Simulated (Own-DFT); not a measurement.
Si (diamond silicon, strained, atoms displaced), Si (diamond silicon, atoms displaced) (calculated)

All values are calculated (Own-DFT development build). A calculation, not a measurement: plane-wave PBE density functional theory by an unreviewed code, no spin, of a simulated periodic cell, stress positive in tension, free energy of the whole cell less one offset for each atom, k mesh not checked against a denser one; offsets are fitted by least squares, one for each functional and potential file, so energies compare only between cells with the same atoms and settings and are not formation energies; the far tail of each file's local potential was reset to the Coulomb form; each entry is a single point on an unrelaxed cell, so the pressure reflects the starting lattice, mostly measured values (interpolated for alloys), from which strain is counted, and rises with the displacements; printed positions are rounded, which can move forces by about a meV/angstrom; the program, named Own-DFT, is a retired in-house code; no spin-orbit coupling; before rounding, a Quantum ESPRESSO 7.3.1 run of the same cell and cutoff gave forces within 1 meV/angstrom rms on each cell, which checks the program and not the settings.

Common to all runs: functional PBE; potential files PseudoDojo norm-conserving, scalar-relativistic, standard set; wave cutoff 20 hartree; occupations Fermi-Dirac; smearing width 0.1 eV; k mesh 3 x 3 x 3 centred on Gamma.

(1) Si (diamond silicon, strained, atoms displaced)

```
cell vectors (Å)
  10.9292     0.1076    -0.1466
   0.1076    10.9399     0.1034
  -0.1466     0.1034    10.9216
atoms (fractions of the cell vectors)
Si  0.00071  0.00970  0.99908
Si  0.99855  0.24832  0.25447
Si  0.24754  0.00431  0.24910
Si  0.24996  0.25139  0.00265
Si  0.12333  0.13081  0.13628
Si  0.12128  0.37460  0.37669
Si  0.37583  0.12550  0.36505
Si  0.37583  0.37779  0.12672
Si  0.00288  0.00440  0.50037
Si  0.00400  0.24564  0.74245
Si  0.24724  0.00079  0.75744
Si  0.25403  0.24824  0.49946
Si  0.12293  0.13270  0.62351
Si  0.11855  0.38013  0.86881
Si  0.37079  0.11615  0.86469
Si  0.37842  0.37800  0.61838
Si  0.99608  0.49404  0.00032
Si  0.99626  0.74164  0.25525
Si  0.24456  0.50902  0.24583
Si  0.25373  0.75567  0.00728
Si  0.12314  0.62543  0.12422
Si  0.12586  0.87158  0.37548
Si  0.37404  0.61997  0.37342
Si  0.37789  0.87742  0.12273
Si  0.00213  0.49572  0.50536
Si  0.99705  0.74265  0.74912
Si  0.24879  0.50159  0.74800
Si  0.25641  0.75206  0.49433
Si  0.12810  0.62125  0.62605
Si  0.12071  0.86849  0.87724
Si  0.38017  0.62815  0.87948
Si  0.37748  0.86937  0.61968
Si  0.49757  0.99468  0.00823
Si  0.50459  0.24709  0.25355
Si  0.75368  0.00144  0.24516
Si  0.75258  0.24577  0.99416
Si  0.63288  0.11886  0.11464
Si  0.61788  0.38568  0.36492
Si  0.87014  0.12466  0.37788
Si  0.87122  0.37343  0.12095
Si  0.49716  0.00004  0.50511
Si  0.50012  0.25344  0.75516
Si  0.74997  0.00312  0.74784
Si  0.75436  0.24497  0.49837
Si  0.62598  0.11651  0.62924
Si  0.62542  0.37735  0.87317
Si  0.86989  0.12011  0.87296
Si  0.87674  0.37555  0.62919
Si  0.49528  0.50070  0.99704
Si  0.50506  0.74627  0.24915
Si  0.75672  0.50034  0.24793
Si  0.75033  0.74509  0.99968
Si  0.63054  0.62330  0.12879
Si  0.62177  0.87042  0.37174
Si  0.87407  0.62644  0.37437
Si  0.88477  0.87292  0.12346
Si  0.49407  0.49308  0.49886
Si  0.49114  0.75649  0.73965
Si  0.74613  0.50074  0.74786
Si  0.74434  0.74740  0.49938
Si  0.61948  0.63256  0.62585
Si  0.61735  0.86982  0.87268
Si  0.88186  0.63140  0.87757
Si  0.87325  0.87254  0.62259
```

* free energy of cell above offsets: -2.579 eV
* pressure: 0.91 GPa
* stress xx: -1.02 GPa
* stress yy: -0.74 GPa
* stress zz: -0.95 GPa
* stress yz: 1.99 GPa
* stress xz: -2.68 GPa
* stress xy: 1.66 GPa

Force:
```csv
element,x (eV/Å),y (eV/Å),z (eV/Å)
Si,0.66,-1.193,0.646
Si,-0.62,0.391,0.245
Si,0.49,-1.449,0.233
Si,-0.132,-0.158,-0.514
Si,-0.134,0.287,-1.731
Si,0.532,0.362,-0.324
Si,-0.091,-0.034,1.353
Si,-0.329,-0.138,-0.016
Si,-0.098,-0.915,0.115
Si,-0.95,0.502,1.675
Si,-0.947,-1.572,-1.787
Si,0.036,0.095,-0.381
Si,1.118,-1.154,-0.418
Si,0.616,-0.817,0.341
Si,1.076,1.656,2.137
Si,-1.018,-0.854,1.257
Si,0.547,0.59,-0.016
Si,1.006,0.741,-0.495
Si,0.648,-1.736,0.888
Si,-0.365,-0.944,-0.609
Si,-0.726,0.563,-0.733
Si,-0.437,0.766,-0.394
Si,0.039,0.742,-0.402
Si,-0.621,-0.168,1.487
Si,-0.275,0.393,-0.346
Si,0.841,0.689,-0.424
Si,1.127,-0.455,0.832
Si,-0.463,-1.039,0.581
Si,-0.358,1.157,-0.927
Si,-0.025,0.933,-0.151
Si,-1.366,0.742,-1.216
Si,-2.013,2.276,-0.506
Si,0.564,0.57,-1.873
Si,0.303,0.065,-1.37
Si,0.2,-1.181,0.594
Si,-0.257,0.47,0.101
Si,-0.941,0.904,0.706
Si,1.181,-1.061,0.983
Si,0.542,-0.177,-0.836
Si,0.272,-0.483,0.34
Si,0.371,-0.309,-1.023
Si,-0.011,-0.842,-0.767
Si,0.229,-2.1,0.883
Si,-1.302,1.15,0.575
Si,-0.805,2.044,-0.958
Si,-0.207,0.146,0.348
Si,0.77,0.968,-0.697
Si,-0.754,-0.098,-0.686
Si,1.491,-0.57,1.101
Si,-0.716,-0.249,0.05
Si,-0.215,-0.352,0.342
Si,0.161,0.67,0.126
Si,-0.676,0.033,-1.057
Si,0.192,1.34,0.133
Si,-0.236,-0.724,1.009
Si,-0.942,0.447,-0.249
Si,1.322,1.326,-0.14
Si,1.429,-1.673,2.222
Si,0.689,0.463,0.424
Si,0.609,0.096,-0.061
Si,-0.225,-1.048,-0.523
Si,0.541,0.663,0.075
Si,-1.402,-1.213,-0.118
Si,0.058,0.464,-0.055
```

(2) Si (diamond silicon, atoms displaced)

```
cell vectors (Å)
  10.8620     0.0000     0.0000
   0.0000    10.8620     0.0000
   0.0000     0.0000    10.8620
atoms (fractions of the cell vectors)
Si  0.00006  0.00203  0.99965
Si  0.99786  0.24788  0.25273
Si  0.24983  0.00240  0.25302
Si  0.24847  0.24997  0.00107
Si  0.12583  0.12733  0.12368
Si  0.12358  0.36892  0.37738
Si  0.37929  0.12640  0.37536
Si  0.37430  0.37359  0.12374
Si  0.99913  0.00104  0.49996
Si  0.00157  0.25218  0.74994
Si  0.24886  0.99879  0.74755
Si  0.25011  0.25245  0.50121
Si  0.12762  0.12518  0.62866
Si  0.12569  0.37361  0.87595
Si  0.37740  0.12904  0.87275
Si  0.37648  0.37391  0.62730
Si  0.00193  0.50168  0.99811
Si  0.99879  0.75174  0.24991
Si  0.24821  0.50039  0.24814
Si  0.24938  0.74886  0.99727
Si  0.12063  0.62557  0.12481
Si  0.12319  0.87556  0.37495
Si  0.37268  0.62925  0.37270
Si  0.37454  0.87311  0.12402
Si  0.00252  0.50296  0.50058
Si  0.00115  0.75092  0.75032
Si  0.24834  0.50157  0.75111
Si  0.24829  0.75228  0.49791
Si  0.12600  0.62709  0.62710
Si  0.12735  0.87530  0.87767
Si  0.37123  0.62279  0.87155
Si  0.37249  0.87442  0.62551
Si  0.49833  0.99690  0.00011
Si  0.49824  0.25279  0.24808
Si  0.75180  0.00259  0.25261
Si  0.75190  0.24899  0.00043
Si  0.62673  0.12499  0.12351
Si  0.62804  0.37153  0.37454
Si  0.87563  0.12636  0.37763
Si  0.87384  0.37486  0.12649
Si  0.50035  0.00184  0.50042
Si  0.49832  0.25313  0.75118
Si  0.75018  0.00273  0.74774
Si  0.74739  0.25153  0.49931
Si  0.62640  0.12461  0.62738
Si  0.62417  0.37187  0.87639
Si  0.87628  0.12269  0.87539
Si  0.87320  0.37571  0.62590
Si  0.49786  0.50046  0.99790
Si  0.49959  0.74786  0.25029
Si  0.75207  0.50112  0.25035
Si  0.74845  0.75352  0.00037
Si  0.62376  0.62338  0.12551
Si  0.62156  0.87272  0.37632
Si  0.87157  0.62243  0.37513
Si  0.87451  0.87346  0.12632
Si  0.49706  0.50112  0.49936
Si  0.50323  0.75158  0.74996
Si  0.75006  0.49780  0.75122
Si  0.74898  0.74880  0.49755
Si  0.62196  0.62406  0.62459
Si  0.62471  0.87415  0.87401
Si  0.87581  0.62406  0.87555
Si  0.87380  0.87593  0.62325
```

- free energy of cell above offsets: -5.670 eV
- pressure: 2.02 GPa
- stress xx: -2.02 GPa
- stress yy: -2 GPa
- stress zz: -2.04 GPa
- stress yz: 0.05 GPa
- stress xz: -0.63 GPa
- stress xy: 0.21 GPa

Force:
```csv
element,x (eV/Å),y (eV/Å),z (eV/Å)
Si,0.112,-0.479,0.329
Si,0.157,0.161,-0.461
Si,0.161,-0.197,-0.395
Si,0.398,-0.025,-0.319
Si,-0.274,-0.317,0.462
Si,0.059,0.969,-0.321
Si,-0.491,0.205,0.065
Si,-0.15,0.505,-0.022
Si,0.274,0.091,0.297
Si,-0.317,-0.317,0.062
Si,0.384,0.173,0.709
Si,0.375,-0.624,0.172
Si,-0.409,0.12,-0.621
Si,-0.026,0.332,-0.038
Si,-0.554,-0.75,0.345
Si,-0.443,0.596,-0.287
Si,-0.39,-0.493,0.284
Si,-0.16,-0.403,0.246
Si,-0.135,-0.24,0.263
Si,0.064,-0.2,0.498
Si,0.483,0.145,-0.014
Si,-0.026,0.241,-0.058
Si,-0.124,-0.636,0.201
Si,-0.272,0.067,0.306
Si,-0.299,-0.432,0.066
Si,-0.248,0.204,0.128
Si,-0.014,-0.619,-0.365
Si,0.043,-0.163,0.278
Si,-0.009,0.038,-0.329
Si,-0.377,0.204,-0.369
Si,0.68,0.562,0.243
Si,0.454,0.091,-0.244
Si,0.214,0.492,-0.166
Si,0.519,-0.39,-0.013
Si,-0.356,-0.424,-0.057
Si,-0.068,-0.037,-0.085
Si,-0.333,-0.138,0.211
Si,-0.695,0.851,-0.207
Si,-0.267,-0.105,0.068
Si,0.446,0.144,-0.226
Si,-0.031,-0.328,0.311
Si,0.585,-0.396,-0.239
Si,0.113,-0.541,0.445
Si,0.472,-0.38,0.478
Si,-0.475,0.461,-0.306
Si,0.21,0.414,0.07
Si,-0.005,0.494,-0.283
Si,0.354,0.066,-0.317
Si,0.07,-0.155,0.103
Si,0.03,0.304,-0.293
Si,-0.515,-0.409,-0.176
Si,0.143,-0.645,0.006
Si,0.121,0.128,-0.197
Si,0.369,0.429,-0.261
Si,0.739,0.471,0.045
Si,-0.001,0.634,-0.119
Si,0.169,-0.234,-0.28
Si,-0.713,-0.345,-0.09
Si,-0.33,0.282,0.045
Si,-0.145,-0.004,0.432
Si,0.486,-0.057,0.009
Si,0.166,0.518,0.004
Si,-0.27,0.32,-0.087
Si,0.072,-0.225,0.061
```

(3) Si (diamond silicon, strained, atoms displaced)

```
cell vectors (Å)
  10.8430    -0.1528     0.0652
  -0.1528    11.0470     0.0985
   0.0652     0.0985    10.7401
atoms (fractions of the cell vectors)
Si  0.00429  0.00977  0.00582
Si  0.99113  0.24799  0.24417
Si  0.24600  0.99628  0.25010
Si  0.24765  0.25202  0.99410
Si  0.12479  0.11970  0.12739
Si  0.12391  0.37642  0.38649
Si  0.37938  0.12576  0.37034
Si  0.38006  0.37144  0.12417
Si  0.00130  0.99607  0.50400
Si  0.00381  0.25330  0.75050
Si  0.25496  0.99597  0.74857
Si  0.25286  0.25078  0.49870
Si  0.12354  0.12079  0.62341
Si  0.12705  0.36586  0.86849
Si  0.37315  0.12637  0.88177
Si  0.37442  0.37222  0.62704
Si  0.99245  0.49812  0.99921
Si  0.00686  0.75593  0.25561
Si  0.25497  0.49523  0.25128
Si  0.24814  0.75613  0.00201
Si  0.11659  0.62631  0.12863
Si  0.13285  0.87062  0.36616
Si  0.38413  0.63445  0.38289
Si  0.37532  0.87779  0.12826
Si  0.00438  0.50656  0.50251
Si  0.00105  0.75642  0.74892
Si  0.25308  0.49345  0.75029
Si  0.25486  0.74710  0.50356
Si  0.12408  0.62326  0.62241
Si  0.13536  0.87814  0.87380
Si  0.37747  0.62187  0.87569
Si  0.36723  0.87594  0.61982
Si  0.50499  0.99926  0.99745
Si  0.50238  0.25390  0.25790
Si  0.75073  0.00164  0.25117
Si  0.75132  0.24506  0.00372
Si  0.61636  0.12175  0.12205
Si  0.63205  0.37911  0.38078
Si  0.88019  0.13153  0.36892
Si  0.87748  0.37669  0.12031
Si  0.50663  0.99763  0.50103
Si  0.49589  0.24383  0.74591
Si  0.74981  0.00419  0.75108
Si  0.75742  0.25391  0.50018
Si  0.63061  0.13071  0.61978
Si  0.62851  0.37143  0.87374
Si  0.87755  0.12546  0.87901
Si  0.87139  0.37348  0.62584
Si  0.49828  0.49673  0.00159
Si  0.50213  0.74990  0.25186
Si  0.75513  0.49415  0.24545
Si  0.75550  0.75111  0.01060
Si  0.62525  0.62433  0.12203
Si  0.63054  0.87793  0.37412
Si  0.87464  0.62470  0.36788
Si  0.87301  0.86981  0.12587
Si  0.49677  0.50107  0.49633
Si  0.50326  0.75275  0.74765
Si  0.74967  0.50225  0.74972
Si  0.74938  0.74206  0.51023
Si  0.62543  0.62883  0.62877
Si  0.62248  0.87922  0.87113
Si  0.87203  0.63544  0.87495
Si  0.87728  0.87440  0.63313
```

* free energy of cell above offsets: -2.360 eV
* pressure: 2.32 GPa
* stress xx: -2.64 GPa
* stress yy: -0.87 GPa
* stress zz: -3.47 GPa
* stress yz: 1.74 GPa
* stress xz: 1.42 GPa
* stress xy: -3.56 GPa

Force:
```csv
element,x (eV/Å),y (eV/Å),z (eV/Å)
Si,-0.671,-1.999,-1.246
Si,2.386,1.381,-0.288
Si,1.555,1.317,-0.632
Si,0.361,-0.484,1.202
Si,0.452,1.507,0.561
Si,-0.165,-0.401,-1.264
Si,-0.767,-0.775,1.091
Si,-0.878,-0.233,0.594
Si,0.091,0.096,-1.423
Si,-0.925,-1.134,-1.015
Si,0.032,1.428,-0.223
Si,-0.079,-0.62,-0.002
Si,0.529,0.396,0.565
Si,-0.443,1.645,1.172
Si,0.159,-0.778,-0.639
Si,0.174,0.033,-0.374
Si,1.477,1.032,-1.36
Si,-1.351,-0.832,-1.216
Si,-0.258,0.948,0.168
Si,0.492,-1.135,0.024
Si,0.91,-0.601,-0.161
Si,-0.466,0.091,2.834
Si,-1.164,-1.331,-0.776
Si,0.18,-0.368,-0.144
Si,-1.322,-0.767,-0.752
Si,1.137,-0.515,0.449
Si,-0.142,1.003,-0.285
Si,-0.783,0.18,-0.923
Si,0.434,0.391,1.469
Si,-1.65,-0.057,0.668
Si,-0.457,0.484,0.241
Si,1.534,0.031,0.78
Si,-1.109,-0.094,-0.163
Si,0.695,0.062,-1.17
Si,0.307,0.423,-0.817
Si,-0.167,0.431,-0.468
Si,0.9,0.55,1.322
Si,-0.512,-0.186,-0.057
Si,-1.093,-1.691,1.668
Si,-1.014,-1.104,0.565
Si,-0.406,0.446,-0.534
Si,0.868,0.573,0.332
Si,0.476,0.232,-0.326
Si,-0.133,-0.324,-0.897
Si,-0.571,-0.73,0.663
Si,-0.641,-0.209,0.278
Si,-0.058,0.162,-0.151
Si,1.069,1.016,0.579
Si,0.919,0.293,-0.861
Si,0.711,0.728,-0.654
Si,-0.381,0.882,-0.211
Si,-1.233,0.036,-1.957
Si,-0.306,-0.565,0.866
Si,-0.246,-1.064,0.886
Si,0.108,0.05,1.184
Si,1.305,1.632,1.07
Si,0.923,0.001,0.904
Si,-0.889,0.044,-0.07
Si,0.187,0.198,0.094
Si,1.159,1.46,-1.807
Si,-1.094,-1.57,0.321
Si,0.695,-0.74,0.826
Si,0.162,-1.06,0.148
Si,-1.012,0.186,-0.656
```

(4) Si (diamond silicon, atoms displaced)

```
cell vectors (Å)
  10.8620     0.0000     0.0000
   0.0000    10.8620     0.0000
   0.0000     0.0000    10.8620
atoms (fractions of the cell vectors)
Si  0.99708  0.00385  0.00004
Si  0.00093  0.24759  0.25012
Si  0.25074  0.99925  0.24794
Si  0.24768  0.24979  0.99684
Si  0.12274  0.12248  0.12951
Si  0.12654  0.37277  0.37297
Si  0.37349  0.12367  0.37679
Si  0.37546  0.37496  0.12568
Si  0.99696  0.99853  0.49980
Si  0.99918  0.25030  0.75190
Si  0.24912  0.00146  0.75172
Si  0.25301  0.25007  0.50161
Si  0.12148  0.12514  0.62562
Si  0.12465  0.37572  0.87665
Si  0.37348  0.12639  0.87395
Si  0.37470  0.37853  0.62428
Si  0.00002  0.50466  0.00060
Si  0.99939  0.75265  0.24815
Si  0.25133  0.50218  0.24809
Si  0.25256  0.75080  0.99977
Si  0.12453  0.62528  0.12361
Si  0.12646  0.87493  0.37259
Si  0.37541  0.62413  0.37623
Si  0.37530  0.87723  0.12396
Si  0.99764  0.50226  0.49936
Si  0.99740  0.75092  0.74879
Si  0.25175  0.50242  0.75023
Si  0.24866  0.75178  0.50150
Si  0.12675  0.62890  0.62438
Si  0.12559  0.87793  0.87590
Si  0.37098  0.62796  0.87217
Si  0.37550  0.87419  0.62660
Si  0.50271  0.99936  0.00122
Si  0.49891  0.25023  0.25042
Si  0.74977  0.99981  0.25002
Si  0.74933  0.24923  0.00137
Si  0.62844  0.12604  0.12607
Si  0.62477  0.37550  0.37655
Si  0.87142  0.12631  0.37785
Si  0.87522  0.37561  0.12493
Si  0.49936  0.00204  0.50178
Si  0.49805  0.25061  0.75011
Si  0.75474  0.99750  0.75278
Si  0.75059  0.25129  0.49829
Si  0.62594  0.12410  0.62484
Si  0.62743  0.37538  0.87299
Si  0.87584  0.12496  0.87256
Si  0.87458  0.37836  0.62631
Si  0.50052  0.49809  0.99705
Si  0.50074  0.74868  0.24824
Si  0.75171  0.49958  0.25109
Si  0.74894  0.74964  0.00581
Si  0.62343  0.62268  0.12558
Si  0.62593  0.87411  0.37365
Si  0.87623  0.62592  0.37619
Si  0.87577  0.87642  0.12635
Si  0.50403  0.49832  0.49944
Si  0.49825  0.75309  0.75075
Si  0.75291  0.49720  0.74940
Si  0.75215  0.74909  0.49990
Si  0.62318  0.62441  0.62541
Si  0.62503  0.87284  0.87402
Si  0.87384  0.62423  0.87318
Si  0.87629  0.87638  0.62172
```

- free energy of cell above offsets: -5.723 eV
- pressure: 2.01 GPa
- stress xx: -2 GPa
- stress yy: -2.02 GPa
- stress zz: -2.01 GPa
- stress yz: -0.14 GPa
- stress xz: 0.04 GPa
- stress xy: -0.05 GPa

Force:
```csv
element,x (eV/Å),y (eV/Å),z (eV/Å)
Si,0.372,-0.43,0.073
Si,-0.414,0.274,0.25
Si,0.028,0.062,0.36
Si,0.099,-0.131,0.827
Si,0.299,0.295,-0.783
Si,-0.066,0.362,0.277
Si,0.188,0.109,-0.276
Si,-0.15,-0.088,-0.443
Si,0.565,0.382,-0.399
Si,0.098,0.344,-0.304
Si,0.012,-0.068,-0.385
Si,-0.581,0.013,0.006
Si,0.33,-0.001,-0.127
Si,-0.107,0.333,-0.242
Si,0.338,-0.239,0.321
Si,0.262,-0.225,0.124
Si,-0.14,-0.549,-0.212
Si,0.222,-0.402,0.232
Si,-0.196,-0.228,0.215
Si,-0.531,0.192,0.074
Si,0.241,0.404,0.192
Si,-0.221,0.134,0.23
Si,0.06,0.211,0.028
Si,0.284,-0.362,0.069
Si,0.789,-0.29,0.083
Si,0.406,0.159,0.173
Si,-0.596,-0.229,-0.214
Si,0.415,-0.025,-0.35
Si,-0.463,-0.483,0.183
Si,-0.354,-0.308,0.107
Si,0.783,-0.243,0.436
Si,-0.272,0.505,-0.184
Si,-0.136,0.402,-0.34
Si,0.141,-0.151,0.145
Si,0.104,0.071,0.208
Si,0.293,0.202,-0.398
Si,-0.524,-0.121,0.072
Si,0.203,-0.227,-0.489
Si,0.453,-0.25,-0.477
Si,0.226,-0.1,-0.026
Si,0.188,-0.522,-0.231
Si,0.278,0.066,-0.208
Si,-0.604,0.08,-0.528
Si,-0.234,0.153,0.649
Si,0.188,0.16,0.346
Si,-0.227,-0.319,0.161
Si,-0.266,0.305,0.498
Si,0.323,-0.639,-0.42
Si,-0.234,0.315,-0.026
Si,-0.268,0.171,0.247
Si,-0.201,0.075,0.051
Si,0.092,-0.114,-0.611
Si,0.11,-0.179,-0.043
Si,-0.238,0.045,0.27
Si,-0.086,0.112,-0.445
Si,-0.167,0.157,-0.272
Si,-0.558,0.329,0.095
Si,0.203,-0.547,-0.142
Si,-0.607,0.606,0.06
Si,-0.44,0.096,0.074
Si,0.376,0.178,0.215
Si,0.29,0.164,0.431
Si,-0.093,0.387,0.356
Si,-0.287,-0.382,0.439
```
